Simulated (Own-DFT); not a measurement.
Hf36O71 (tetragonal hafnia with one neutral oxygen vacancy, atoms displaced) (calculated)

Computed with Own-DFT development build. A calculation, not a measurement: plane-wave PBE and HSE06 DFT by an unreviewed code, no spin, of a simulated cell at Gamma alone, so results move with cell size and shape, stress positive in tension, energies less offsets, not probed for a lower state with spin; hafnium file: forces about 75 meV/angstrom off all-electron values; oxygen file: force components 24 meV/angstrom off all-electron in a glass; k mesh not checked against a denser one; forces and stress are PBE's, HSE06 gives the energy alone, and its difference from PBE has offsets of its own; offsets are fitted by least squares, one for each functional and potential file, so energies compare only between cells with the same atoms and settings and are not formation energies; the far tail of each file's local potential was reset to the Coulomb form; each entry is a single point on an unrelaxed cell, so the pressure reflects the starting lattice, taken from the Materials Project, from which strain is counted, and rises with the displacements; printed positions are rounded, which can move forces by about a meV/angstrom; the program is a retired in-house code; no spin-orbit coupling.

Settings shared by all entries: first functional PBE; second functional HSE06; exact exchange share 0.25; screening 0.11 1/bohr; exchange divergence Gygi-Baldereschi; potential files PseudoDojo norm-conserving, scalar-relativistic, made for PBE, standard set; wave cutoff 48 hartree; occupations fixed; k mesh 1 x 1 x 1 centred on Gamma.

```json
{"entry": 1, "formula": "Hf36O71", "kind": "tetragonal hafnia with one neutral oxygen vacancy, atoms displaced", "structure": {"cell_angstrom": [[10.78, 0.0, 0.0], [0.0, 10.78, 0.0], [0.0, 0.0, 10.4493]], "atoms_fractional": [["Hf", 0.99848, 0.00254, 0.99277], ["Hf", 0.1639, 0.17014, 0.25301], ["O", 0.99301, 0.16148, 0.15416], ["O", 0.16582, 0.99478, 0.34779], ["O", 0.99715, 0.16902, 0.40196], ["O", 0.16615, 0.99696, 0.10364], ["Hf", 0.99532, 0.99676, 0.49379], ["Hf", 0.1675, 0.16787, 0.74947], ["O", 0.99686, 0.17414, 0.65446], ["O", 0.17301, 0.00476, 0.8486], ["O", 0.00515, 0.17303, 0.90062], ["O", 0.17113, 0.00442, 0.59214], ["Hf", 5e-05, 0.32712, 0.00196], ["Hf", 0.16322, 0.49625, 0.25173], ["O", 0.00289, 0.50352, 0.15537], ["O", 0.16983, 0.33183, 0.34947], ["O", 0.99387, 0.50196, 0.39217], ["O", 0.16252, 0.3405, 0.09302], ["Hf", 0.00735, 0.32965, 0.50557], ["Hf", 0.16389, 0.50422, 0.7486], ["O", 0.99126, 0.49715, 0.65402], ["O", 0.17122, 0.33196, 0.8513], ["O", 0.99875, 0.50307, 0.8984], ["O", 0.15948, 0.34006, 0.59767], ["Hf", 0.9904, 0.66003, 0.99799], ["Hf", 0.16833, 0.83724, 0.25084], ["O", 0.99504, 0.84125, 0.15331], ["O", 0.16315, 0.66195, 0.35042], ["O", 0.99558, 0.83494, 0.3989], ["O", 0.16215, 0.66747, 0.09819], ["Hf", 0.00103, 0.6575, 0.5094], ["Hf", 0.16323, 0.83055, 0.74222], ["O", 0.99173, 0.83699, 0.64779], ["O", 0.16932, 0.6732, 0.85013], ["O", 0.99783, 0.82395, 0.89397], ["O", 0.16234, 0.66261, 0.59246], ["Hf", 0.33311, 0.99947, 0.00446], ["Hf", 0.49768, 0.18024, 0.24976], ["O", 0.32731, 0.16062, 0.14736], ["O", 0.50189, 0.9984, 0.34747], ["O", 0.32708, 0.16265, 0.40817], ["O", 0.49919, 0.99597, 0.09668], ["Hf", 0.34119, 0.99688, 0.49632], ["Hf", 0.50248, 0.16954, 0.7491], ["O", 0.32957, 0.1694, 0.64952], ["O", 0.50269, 0.99693, 0.84656], ["O", 0.3264, 0.17179, 0.89352], ["O", 0.50442, 1e-05, 0.59818], ["Hf", 0.33404, 0.3353, 0.9984], ["Hf", 0.50204, 0.50666, 0.2423], ["O", 0.33274, 0.5064, 0.15058], ["O", 0.49958, 0.3373, 0.35225], ["O", 0.33063, 0.49691, 0.40592], ["O", 0.50064, 0.33045, 0.10381], ["Hf", 0.33723, 0.3343, 0.50187], ["Hf", 0.50917, 0.49405, 0.74738], ["O", 0.33027, 0.49314, 0.65847], ["O", 0.5035, 0.3296, 0.85089], ["O", 0.33769, 0.49304, 0.89528], ["O", 0.49938, 0.33891, 0.59698], ["Hf", 0.32409, 0.67182, 0.99475], ["Hf", 0.50006, 0.83173, 0.25394], ["O", 0.49413, 0.67363, 0.35171], ["O", 0.3311, 0.82719, 0.39765], ["O", 0.49287, 0.66322, 0.10088], ["Hf", 0.33135, 0.66221, 0.498], ["Hf", 0.49181, 0.83337, 0.74472], ["O", 0.33463, 0.83366, 0.64641], ["O", 0.50759, 0.66088, 0.84584], ["O", 0.33511, 0.83516, 0.90651], ["O", 0.49748, 0.65994, 0.60125], ["Hf", 0.65759, 0.99382, 0.99907], ["Hf", 0.83036, 0.16687, 0.25438], ["O", 0.67819, 0.1676, 0.14868], ["O", 0.83596, 0.00629, 0.35028], ["O", 0.67429, 0.1598, 0.39678], ["O", 0.82367, 0.00314, 0.08946], ["Hf", 0.66601, 0.00156, 0.49851], ["Hf", 0.83864, 0.16468, 0.74306], ["O", 0.65989, 0.16288, 0.65492], ["O", 0.83661, 0.99925, 0.84653], ["O", 0.67021, 0.17325, 0.9024], ["O", 0.82964, 0.99934, 0.59802], ["Hf", 0.66423, 0.32744, 0.00393], ["Hf", 0.83427, 0.51019, 0.24698], ["O", 0.66656, 0.50792, 0.15313], ["O", 0.82616, 0.33261, 0.33537], ["O", 0.67382, 0.50243, 0.40101], ["O", 0.83736, 0.33152, 0.10242], ["Hf", 0.67035, 0.33156, 0.50248], ["Hf", 0.82946, 0.50266, 0.7419], ["O", 0.66536, 0.50347, 0.64775], ["O", 0.83563, 0.33453, 0.85277], ["O", 0.66531, 0.50172, 0.89857], ["O", 0.82752, 0.33627, 0.59918], ["Hf", 0.66824, 0.66997, 0.9965], ["Hf", 0.83886, 0.83765, 0.24508], ["O", 0.65755, 0.82315, 0.15862], ["O", 0.8437, 0.67415, 0.34252], ["O", 0.67096, 0.83973, 0.40135], ["O", 0.83034, 0.66634, 0.09521], ["Hf", 0.66827, 0.66421, 0.50298], ["Hf", 0.83224, 0.8294, 0.74505], ["O", 0.66822, 0.8331, 0.66238], ["O", 0.8317, 0.66984, 0.84861], ["O", 0.67171, 0.83707, 0.90507], ["O", 0.83396, 0.66118, 0.59655]]}, "results": {"PBE_energy_of_cell_above_offsets [eV]": "-97.595", "HSE06_less_PBE_above_offsets [eV]": "0.062", "PBE_pressure [GPa]": 1.74, "PBE_stress_xx [GPa]": -3.43, "PBE_stress_yy [GPa]": -0.01, "PBE_stress_zz [GPa]": -1.79, "PBE_stress_yz [GPa]": -0.95, "PBE_stress_xz [GPa]": 0.13, "PBE_stress_xy [GPa]": -0.07, "force_element": ["Hf", "Hf", "O", "O", "O", "O", "Hf", "Hf", "O", "O", "O", "O", "Hf", "Hf", "O", "O", "O", "O", "Hf", "Hf", "O", "O", "O", "O", "Hf", "Hf", "O", "O", "O", "O", "Hf", "Hf", "O", "O", "O", "O", "Hf", "Hf", "O", "O", "O", "O", "Hf", "Hf", "O", "O", "O", "O", "Hf", "Hf", "O", "O", "O", "O", "Hf", "Hf", "O", "O", "O", "O", "Hf", "Hf", "O", "O", "O", "Hf", "Hf", "O", "O", "O", "O", "Hf", "Hf", "O", "O", "O", "O", "Hf", "Hf", "O", "O", "O", "O", "Hf", "Hf", "O", "O", "O", "O", "Hf", "Hf", "O", "O", "O", "O", "Hf", "Hf", "O", "O", "O", "O", "Hf", "Hf", "O", "O", "O", "O"], "force_x [eV/angstrom]": [-0.699, -0.436, 1.875, -0.093, 0.736, -0.113, 0.458, 0.87, 1.002, -0.92, -0.188, -0.997, -1.424, 0.506, -0.818, -0.332, 0.392, 1.077, -2.247, 0.68, 1.697, -0.645, 0.402, 1.775, 1.358, -0.109, 1.158, 0.252, 0.312, 0.118, -1.167, -0.561, 1.975, 0.43, 0.538, 1.042, -0.688, 0.677, 0.865, -0.613, 0.605, -0.562, -0.885, -1.4, 1.13, -0.225, 0.905, -1.017, -0.968, -0.702, -0.181, -0.098, 0.188, -0.421, -0.83, -1.924, 0.083, 0.103, -0.427, 0.893, 0.753, -1.01, 0.583, -0.274, 0.224, 0.72, 1.69, -1.156, -0.494, 0.235, 0.204, 1.158, 0.386, -3.456, 0.484, -1.134, 1.186, 0.361, -2.006, 1.594, 0.662, -0.58, 0.53, 2.15, 0.262, -0.248, -0.242, -0.337, -0.48, -0.164, -0.474, 0.666, 0.041, 0.172, 0.854, -1.751, -1.391, 1.66, -0.823, -0.173, 0.346, -0.908, -0.025, -1.303, -0.311, -0.105, -0.484], "force_y [eV/angstrom]": [-0.928, -1.71, 0.039, 1.474, 0.109, -0.372, -0.291, 0.046, -0.048, -1.548, -1.797, -0.525, 1.495, 1.322, 0.209, 0.069, -1.157, -0.57, 0.456, -1.459, 0.481, 1.114, -0.54, 0.028, 0.716, -1.095, -0.051, 0.524, -0.477, 0.605, 0.866, 1.688, -0.361, -0.886, 1.41, 0.246, 0.758, -1.837, 0.863, 1.132, 0.97, 0.166, -0.139, -0.846, 0.374, 0.732, -0.573, -0.369, -0.012, 0.928, -0.962, -0.297, 0.326, -0.122, -0.328, 0.912, 0.327, 0.307, 1.201, -0.352, -1.678, 0.548, -1.913, 0.702, 0.454, 0.036, -0.681, -0.318, 1.445, 0.125, 0.349, 1.654, 0.591, 0.518, -1.565, 1.669, -0.968, -0.559, 0.226, 0.707, 0.392, -1.688, 0.596, 0.578, -1.353, -0.29, 1.109, 0.175, 0.758, 0.039, -1.031, -0.182, 0.04, -0.723, -0.316, -0.442, 0.527, 0.271, -0.447, -1.378, -0.025, 0.903, 1.382, -0.587, -1.039, -1.046, 0.199], "force_z [eV/angstrom]": [0.798, -0.535, -0.538, 0.022, 0.507, -0.92, -0.049, 0.608, -0.996, -0.461, -0.265, 0.286, -0.344, -0.502, -0.885, 0.24, 1.977, 1.192, -1.787, 1.511, -1.046, -1.078, 0.103, 0.533, 0.201, -0.697, -0.911, -0.13, 0.771, -0.402, -3.748, 0.962, -0.451, -1.199, 0.527, 1.98, -0.274, -0.421, 0.907, 0.019, -1.092, 0.469, 0.016, 1.022, -0.025, -0.231, 1.154, 0.062, -0.861, 0.325, 0.421, -0.154, -0.15, 0.317, 0.327, 1.584, -0.793, -0.025, 0.869, 0.353, 1.262, -0.802, 0.348, 0.192, -0.655, -0.671, 1.371, 0.025, -0.307, -0.662, -0.712, -0.286, -0.953, 0.198, -0.062, 0.88, 0.333, -0.265, 2.238, -1.011, -0.753, -0.173, -0.058, -0.542, 0.544, -0.39, 1.708, 0.492, -1.097, -1.817, 2.912, -0.713, -1.354, 0.274, -0.131, 0.036, 1.019, -0.913, 0.398, 0.994, 0.409, -0.993, 1.863, -1.254, -0.431, -0.059, 0.484]}}
{"entry": 2, "formula": "Hf36O71", "kind": "tetragonal hafnia with one neutral oxygen vacancy, atoms displaced", "structure": {"cell_angstrom": [[10.78, 0.0, 0.0], [0.0, 10.78, 0.0], [0.0, 0.0, 10.4493]], "atoms_fractional": [["Hf", 0.98922, 0.00537, 0.99466], ["Hf", 0.17324, 0.16195, 0.24901], ["O", 0.00571, 0.16327, 0.1509], ["O", 0.99872, 0.17405, 0.39276], ["O", 0.16793, 0.01717, 0.09674], ["Hf", 0.00717, 0.00853, 0.50645], ["Hf", 0.16428, 0.16191, 0.74213], ["O", 0.99742, 0.15511, 0.65152], ["O", 0.16417, 0.00308, 0.83996], ["O", 0.00119, 0.16195, 0.90862], ["O", 0.17122, 0.01596, 0.59169], ["Hf", 0.0013, 0.32493, 0.00193], ["Hf", 0.17398, 0.5134, 0.25429], ["O", 0.99974, 0.4984, 0.15429], ["O", 0.16394, 0.33067, 0.36089], ["O", 0.0167, 0.48671, 0.39985], ["O", 0.17505, 0.32563, 0.09317], ["Hf", 0.00419, 0.33091, 0.51361], ["Hf", 0.16132, 0.50091, 0.75293], ["O", 0.00289, 0.4963, 0.646], ["O", 0.15596, 0.34828, 0.84787], ["O", 0.99043, 0.49543, 0.88537], ["O", 0.15707, 0.33247, 0.59986], ["Hf", 0.00622, 0.66149, 0.01202], ["Hf", 0.15484, 0.83789, 0.26741], ["O", 0.99654, 0.83576, 0.14907], ["O", 0.16115, 0.66458, 0.34494], ["O", 0.00496, 0.82633, 0.40595], ["O", 0.15645, 0.66634, 0.10219], ["Hf", 0.99315, 0.67139, 0.50028], ["Hf", 0.15922, 0.84683, 0.76261], ["O", 0.00427, 0.84096, 0.64581], ["O", 0.16465, 0.66659, 0.83849], ["O", 0.00071, 0.84692, 0.88194], ["O", 0.16256, 0.67832, 0.5936], ["Hf", 0.3371, 0.99359, 0.0035], ["Hf", 0.49608, 0.16416, 0.2514], ["O", 0.33972, 0.16964, 0.15528], ["O", 0.50691, 0.99802, 0.34905], ["O", 0.32398, 0.17413, 0.39829], ["O", 0.48023, 0.00222, 0.09793], ["Hf", 0.33268, 0.00158, 0.50133], ["Hf", 0.49188, 0.15063, 0.74854], ["O", 0.34584, 0.17815, 0.63532], ["O", 0.51211, 0.00853, 0.86103], ["O", 0.33003, 0.16597, 0.89892], ["O", 0.50433, 0.00404, 0.59492], ["Hf", 0.33015, 0.32275, 0.00447], ["Hf", 0.50722, 0.5026, 0.2468], ["O", 0.33724, 0.49961, 0.13393], ["O", 0.4966, 0.33321, 0.34426], ["O", 0.33378, 0.51876, 0.41129], ["O", 0.49961, 0.33503, 0.10207], ["Hf", 0.32261, 0.32222, 0.5068], ["Hf", 0.51123, 0.5032, 0.73573], ["O", 0.33284, 0.49749, 0.6444], ["O", 0.50005, 0.32642, 0.84609], ["O", 0.32544, 0.50195, 0.89575], ["O", 0.51668, 0.33957, 0.60908], ["Hf", 0.32314, 0.67537, 0.9878], ["Hf", 0.50281, 0.83484, 0.24936], ["O", 0.33296, 0.83008, 0.14733], ["O", 0.50546, 0.66154, 0.34551], ["O", 0.32748, 0.83168, 0.38928], ["O", 0.49938, 0.67989, 0.09412], ["Hf", 0.32802, 0.68082, 0.51631], ["Hf", 0.50068, 0.83457, 0.75227], ["O", 0.32922, 0.82873, 0.65592], ["O", 0.49943, 0.66421, 0.83491], ["O", 0.33532, 0.82545, 0.90103], ["O", 0.48471, 0.67945, 0.59063], ["Hf", 0.66878, 0.00409, 0.99298], ["Hf", 0.82994, 0.1755, 0.27091], ["O", 0.65355, 0.15673, 0.14531], ["O", 0.8321, 0.98272, 0.35795], ["O", 0.66674, 0.15363, 0.3937], ["O", 0.82697, 0.00468, 0.10006], ["Hf", 0.66504, 0.00107, 0.50001], ["Hf", 0.83623, 0.17021, 0.73645], ["O", 0.65694, 0.16706, 0.65683], ["O", 0.82869, 0.99208, 0.85124], ["O", 0.6643, 0.17611, 0.90588], ["O", 0.83467, 0.00236, 0.61451], ["Hf", 0.66262, 0.34224, 0.99376], ["Hf", 0.82672, 0.49879, 0.24318], ["O", 0.65987, 0.49974, 0.13165], ["O", 0.84789, 0.32836, 0.35387], ["O", 0.67299, 0.50138, 0.39662], ["O", 0.8265, 0.32266, 0.10195], ["Hf", 0.665, 0.32863, 0.50047], ["Hf", 0.83813, 0.50013, 0.7581], ["O", 0.67329, 0.50033, 0.65349], ["O", 0.82076, 0.33164, 0.8435], ["O", 0.67058, 0.50019, 0.90622], ["O", 0.83214, 0.33946, 0.59721], ["Hf", 0.66929, 0.6875, 0.99775], ["Hf", 0.84344, 0.82899, 0.25978], ["O", 0.66398, 0.83404, 0.16115], ["O", 0.83915, 0.6711, 0.34917], ["O", 0.66266, 0.83872, 0.39326], ["O", 0.8366, 0.6734, 0.09156], ["Hf", 0.67901, 0.67596, 0.51027], ["Hf", 0.84005, 0.8272, 0.76678], ["O", 0.6753, 0.83492, 0.65334], ["O", 0.83749, 0.6632, 0.84721], ["O", 0.66592, 0.84157, 0.90318], ["O", 0.81484, 0.66009, 0.60581]]}, "results": {"PBE_energy_of_cell_above_offsets [eV]": "-86.412", "HSE06_less_PBE_above_offsets [eV]": "0.630", "PBE_pressure [GPa]": 4.68, "PBE_stress_xx [GPa]": -5.34, "PBE_stress_yy [GPa]": -5.25, "PBE_stress_zz [GPa]": -3.44, "PBE_stress_yz [GPa]": 0.01, "PBE_stress_xz [GPa]": -0.84, "PBE_stress_xy [GPa]": 0.33, "force_element": ["Hf", "Hf", "O", "O", "O", "Hf", "Hf", "O", "O", "O", "O", "Hf", "Hf", "O", "O", "O", "O", "Hf", "Hf", "O", "O", "O", "O", "Hf", "Hf", "O", "O", "O", "O", "Hf", "Hf", "O", "O", "O", "O", "Hf", "Hf", "O", "O", "O", "O", "Hf", "Hf", "O", "O", "O", "O", "Hf", "Hf", "O", "O", "O", "O", "Hf", "Hf", "O", "O", "O", "O", "Hf", "Hf", "O", "O", "O", "O", "Hf", "Hf", "O", "O", "O", "O", "Hf", "Hf", "O", "O", "O", "O", "Hf", "Hf", "O", "O", "O", "O", "Hf", "Hf", "O", "O", "O", "O", "Hf", "Hf", "O", "O", "O", "O", "Hf", "Hf", "O", "O", "O", "O", "Hf", "Hf", "O", "O", "O", "O"], "force_x [eV/angstrom]": [-0.462, -1.136, -1.206, 0.247, -0.018, -2.993, 1.467, 1.578, 0.527, 0.014, 0.483, 0.105, 1.207, -0.363, 1.431, -1.424, -3.014, -1.731, 2.389, -1.274, -0.183, 0.467, 2.777, -2.058, 2.292, 1.215, -0.886, 0.444, 2.274, 1.712, 0.144, -0.818, -0.607, 0.427, -1.876, -2.296, 1.898, -1.507, -1.362, 0.264, 3.749, 1.452, 2.315, -2.522, -1.527, -0.771, -1.904, 3.324, -2.084, -0.634, 0.561, -0.797, -0.25, 1.298, -2.771, -0.363, -0.246, -0.076, -1.548, 1.529, -1.164, -2.014, 0.372, -0.608, 0.379, -1.393, 0.391, 0.081, 0.674, 0.094, 5.394, -0.008, 0.157, 0.724, 1.141, 0.889, 1.299, 1.711, -4.027, 2.07, 0.04, 0.785, -0.159, -1.437, -0.312, 2.021, -1.597, 0.785, 1.022, -0.876, -0.43, -0.13, 1.39, 0.069, -0.006, -1.806, -2.5, 1.897, 0.061, 0.336, -0.406, -6.67, -0.177, -1.467, -0.379, -0.138, 7.045], "force_y [eV/angstrom]": [-0.836, 1.193, 0.669, -2.504, -1.296, -0.986, 2.561, 0.795, 2.077, 1.569, 0.111, 0.893, -3.379, 0.287, -0.052, 2.35, -0.12, 2.212, 0.716, 0.772, -4.264, 0.673, -1.445, -0.738, -0.053, 0.105, 2.581, 2.359, 0.069, -3.342, -4.754, -0.158, 1.806, -1.631, -0.345, 0.367, 0.845, 0.069, 0.652, -3.429, -0.575, -0.635, 4.584, -1.18, -2.828, -1.468, -0.824, 3.172, 0.021, 0.589, -0.192, -1.987, -0.325, 5.154, -2.623, -0.186, 0.811, 0.189, -0.004, -5.505, -2.139, 0.315, 1.469, 1.67, -0.098, -2.583, -1.184, 2.534, 1.752, 4.293, -0.016, 3.811, -3.174, -0.077, 2.582, 2.55, -0.409, -1.742, -0.53, -0.347, 2.074, -2.387, 0.706, -1.79, -0.949, 0.693, 2.764, -0.648, 0.722, 1.177, -1.344, 0.633, -0.474, 2.657, -1.584, -3.618, 1.914, -0.114, -2.064, -1.141, -0.405, 0.064, 1.597, -0.269, 1.222, -1.067, 0.367], "force_z [eV/angstrom]": [3.332, -0.195, 0.372, 1.879, -0.174, -1.571, 1.568, -0.443, 1.089, -2.557, 0.874, 1.018, 0.311, -0.985, -1.271, 0.863, 1.002, -4.271, -1.18, -0.023, 0.329, 2.734, 2.387, -2.321, -1.637, -0.099, 0.721, -0.912, 0.161, 0.92, -3.159, 0.167, 1.892, 2.334, 0.429, 0.193, -1.094, -0.615, 0.711, -0.041, 1.242, -2.338, 1.572, 1.121, -1.155, -1.211, 1.138, -1.084, -0.176, 2.293, 1.225, -1.326, -0.629, -1.564, 1.578, 1.112, -0.396, 0.363, -1.959, 3.187, 0.095, 0.16, -0.727, 1.626, -1.371, -3.66, -0.937, 0.58, 0.671, -2.199, 2.164, 2.539, -4.091, 1.508, 0.703, 0.894, -0.541, -0.152, 2.236, -1.034, 0.759, -0.689, -1.883, 0.741, 0.284, 2.511, 0.044, 0.107, 0.351, -0.105, -0.78, -0.901, -0.01, -1.931, 0.583, 1.933, -2.118, -1.751, 0.985, 2.211, 0.97, -4.322, -2.946, 0.342, 1.123, -1.497, 1.799]}}
```
